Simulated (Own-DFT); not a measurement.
# Strain and stress in wurtzite GaN, 96 atoms (Ga48N48)

All numbers below are calculated, not measured. The program, named Own-DFT, is a retired in-house plane-wave density functional code that no person has reviewed. Each row is one single-point run on a periodic cell that was not relaxed, without spin or spin-orbit coupling.

Settings of every run: PBE; PseudoDojo norm-conserving scalar-relativistic files; cutoff 42 hartree; 3 x 4 x 3 k mesh centred on Gamma; Fermi-Dirac smearing of 0.1 eV.

Known limits: forces on such cells passed a denser k mesh, each cell not checked; stress not checked against mesh or cutoff.

Unstrained cell vectors in Å: (12.756, 0.000, 0.000); (-4.783, 8.285, 0.000); (0.000, 0.000, 10.370). The unstrained cell has measured lattice constants (interpolated for alloys), not those of this functional. That, the random moves and any unrelaxed bonds set the pressure at no strain. Each run strains this cell uniformly, with the atoms carried along. Every atom was also moved at random, by a Gaussian of width 0.05 Å on each axis. Strain is the symmetric tensor, in per cent. Stress is positive in tension, and the pressure is minus a third of its trace.

| run | e_xx (%) | e_yy (%) | e_zz (%) | e_yz (%) | e_xz (%) | e_xy (%) | s_xx (GPa) | s_yy (GPa) | s_zz (GPa) | s_yz (GPa) | s_xz (GPa) | s_xy (GPa) | P (GPa) | E (meV/atom) |
|---|---|---|---|---|---|---|---|---|---|---|---|---|---|---|
| 1 | -0.61 | 1.86 | -0.69 | 1.46 | 0.66 | -0.27 | -9.10 | -0.70 | -10.77 | 2.96 | 0.87 | 0.34 | 6.86 | 20.9 |
| 2 | 0.89 | -0.09 | -0.63 | -0.58 | -1.53 | 0.02 | -3.46 | -7.61 | -10.69 | -1.45 | -3.17 | 0.32 | 7.25 | 5.8 |
| 3 | -1.42 | -1.46 | 0.89 | -0.36 | -0.39 | -0.23 | -14.45 | -13.32 | -7.20 | -0.79 | -0.65 | -1.07 | 11.66 | 20.6 |
| 4 | 1.78 | -0.60 | -1.92 | -0.45 | 0.04 | -0.70 | -2.72 | -9.36 | -15.71 | -0.82 | 0.12 | -2.99 | 9.26 | 15.9 |
| 5 | -0.06 | -1.99 | 1.98 | 0.48 | 1.16 | 0.56 | -10.34 | -13.63 | -0.98 | 1.52 | 2.86 | 1.93 | 8.32 | 25.5 |
| 6 | -0.94 | 0.91 | -1.40 | -0.18 | 1.26 | 0.51 | -13.43 | -5.81 | -13.52 | -0.79 | 3.18 | 3.00 | 10.92 | 27.2 |
| 7 | 1.70 | 1.28 | 1.73 | -1.50 | -0.84 | 0.55 | 0.75 | 0.41 | 1.28 | -3.15 | -1.26 | 1.76 | -0.81 | 0.0 |
| 8 | -1.11 | 0.24 | 0.70 | 0.78 | -0.66 | -0.97 | -13.37 | -7.06 | -5.20 | 0.79 | -2.64 | -3.10 | 8.54 | 22.7 |
| 9 | -0.38 | -1.30 | 0.60 | 0.94 | 0.09 | 1.91 | -10.08 | -13.90 | -6.32 | 2.24 | 0.11 | 5.86 | 10.10 | 25.9 |
| 10 | 1.79 | 0.96 | -1.89 | -1.56 | -0.90 | -0.76 | -0.49 | -4.00 | -14.94 | -3.60 | -2.31 | -2.46 | 6.48 | 22.4 |
| 11 | 1.58 | 0.27 | -1.99 | -1.84 | -1.29 | 0.24 | -2.80 | -5.58 | -15.19 | -3.36 | -2.80 | 0.68 | 7.86 | 17.5 |
| 12 | 1.55 | 0.51 | 1.62 | 1.27 | 1.35 | -0.41 | -0.77 | -2.62 | 0.31 | 2.08 | 3.17 | -1.51 | 1.03 | 3.7 |
| 13 | -1.36 | 0.79 | 0.37 | -1.27 | -0.92 | -1.00 | -11.72 | -6.03 | -6.59 | -2.68 | -1.54 | -1.82 | 8.11 | 17.9 |
| 14 | 1.24 | 0.69 | 0.64 | -1.50 | -1.63 | -1.13 | -2.22 | -2.62 | -4.63 | -2.79 | -3.90 | -3.41 | 3.16 | 11.3 |
| 15 | 0.55 | -1.62 | -1.29 | -1.51 | 0.88 | 0.53 | -10.48 | -15.28 | -13.90 | -2.70 | 2.25 | 0.22 | 13.22 | 43.3 |
| 16 | 0.02 | 1.92 | -0.25 | 0.13 | 1.75 | -0.55 | -5.86 | -1.02 | -8.34 | 0.84 | 3.54 | -1.96 | 5.07 | 25.4 |
| 17 | 0.98 | -0.88 | 0.59 | 0.05 | 0.83 | -1.37 | -4.72 | -9.59 | -4.55 | -0.41 | 1.39 | -3.83 | 6.29 | 6.5 |
| 18 | -0.74 | 1.16 | -1.68 | -0.95 | -1.49 | 1.37 | ? | ? | ? | ? | ? | ? | ? | ? |

E is the free energy for each atom above the lowest run shown.

## Worked fit

Each stress component was fitted by least squares to a constant and the strains of the runs shown, as fractions, with shears doubled. Shear strains stay in the fit of a normal stress only where such slopes are resolved. The slopes, in GPa:

```
stress,at no strain,per e_xx,per e_yy,per e_zz,scatter
s_xx,-8.3,411 ± 22,119 ± 21,62 ± 20,1.02
s_yy,-7.6,102 ± 15,397 ± 14,79 ± 13,0.67
s_zz,-8.1,65 ± 12,57 ± 12,428 ± 11,0.56
```

Each shear stress against twice its own strain: yz 93 ± 7, xz 118 ± 6, xy 156 ± 11 GPa. These are stiffnesses along x, y and z of the frame in which the cell vectors are given, which need not be the crystal's axes. The atoms are held to the strained lattice; where symmetry lets them move under strain, relaxing them would lower some slopes. The table should be nearly symmetric about its diagonal, and what it lacks of that shows the noise. A ninth of its sum, 191 ± 4 GPa, estimates the bulk modulus near the mean pressure of these runs, 7.3 GPa, so it lies above the value at zero pressure.

## Withheld run

Question: what normal stresses and pressure should run 18 give?

The fit gives s_xx = -11.1, s_yy = -5.1, s_zz = -15.1 and P = 10.4 GPa. The calculation gave -10.56, -4.12, -17.08 and P = 10.59 GPa. This run lies off the fit, by chance or by something that the fit leaves out.
